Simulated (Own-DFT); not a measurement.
# Point defects and the pressure they add: zincblende GaAs

Source: density functional calculations with Own-DFT, an unreviewed in-house program that is no longer used. Nothing was measured or relaxed, and spin and spin-orbit coupling are left out.

Settings: PBE; PseudoDojo norm-conserving scalar-relativistic files; cutoff 42 hartree; 3 x 3 x 3 k mesh centred on Gamma; Fermi-Dirac smearing of 0.1 eV.

Keep in mind (not all hold for every row): not probed for a lower state with spin; forces not confirmed at this smearing and k mesh; stress not checked against mesh or cutoff.

All runs share one cell, with vectors in Å (11.737, 0.000, 0.000); (0.000, 11.737, 0.000); (0.000, 0.000, 10.833) and a volume of 1492.4 Å³, strained against the parent crystal. u is the rms random offset of the atoms per axis. The defect's site can differ from row to row.

| cell | formula | u (Å) | P (GPa) |
|---|---|---|---|
| no defect | As32Ga32 | 0.0309 | 1.27 |
| no defect | As32Ga32 | 0.0501 | 1.61 |
| no defect | As32Ga32 | 0.0502 | 1.50 |
| one P on an As site | As31Ga32P | 0.0290 | 1.01 |
| one P on an As site | As31Ga32P | 0.0293 | 1.04 |
| one P on an As site | As31Ga32P | 0.0294 | 1.01 |
| one P on an As site | As31Ga32P | 0.0318 | ? |
| one Al on a Ga site | AlAs32Ga31 | 0.0264 | 1.18 |
| one Al on a Ga site | AlAs32Ga31 | 0.0288 | 1.22 |
| one Al on a Ga site | AlAs32Ga31 | 0.0530 | 1.52 |
| one As vacancy and one Ga vacancy | As31Ga31 | 0.0325 | 0.99 |
| one As vacancy and one Ga vacancy | As31Ga31 | 0.0452 | 1.05 |
| one As vacancy and one Ga vacancy | As31Ga31 | 0.0462 | 1.14 |
| one In on a Ga site | As32Ga31In | 0.0443 | 1.97 |
| one In on a Ga site | As32Ga31In | 0.0480 | 2.14 |
| one In on a Ga site | As32Ga31In | 0.0485 | 2.15 |

## Worked fit

P = P0 + c u² + a shift for each defect gives P0 = 1.13 GPa, c = 164 ± 22 GPa/Å² and a scatter of 0.05 GPa. The shifts, and each times the cell's volume:

- one In on a Ga site: 0.59 ± 0.04 GPa, 5.5 eV
- one Al on a Ga site: -0.06 ± 0.04 GPa, -0.6 eV (not resolved)
- one P on an As site: -0.25 ± 0.05 GPa, -2.3 eV
- one As vacancy and one Ga vacancy: -0.35 ± 0.04 GPa, -3.3 eV

Positive is outwards. The product with the volume (160.2 GPa Å³ to the eV) is nearly free of the cell's size; divided by the bulk modulus at the cell's pressure it gives the volume that the defect adds. The atoms around the defects weren't relaxed, which would change these numbers.

## Withheld run

Question: what pressure belongs in the blank (one P on an As site, u = 0.0318 Å)?

The fitted form gives 1.05 ± 0.06 GPa. The hidden result is 1.04 GPa.
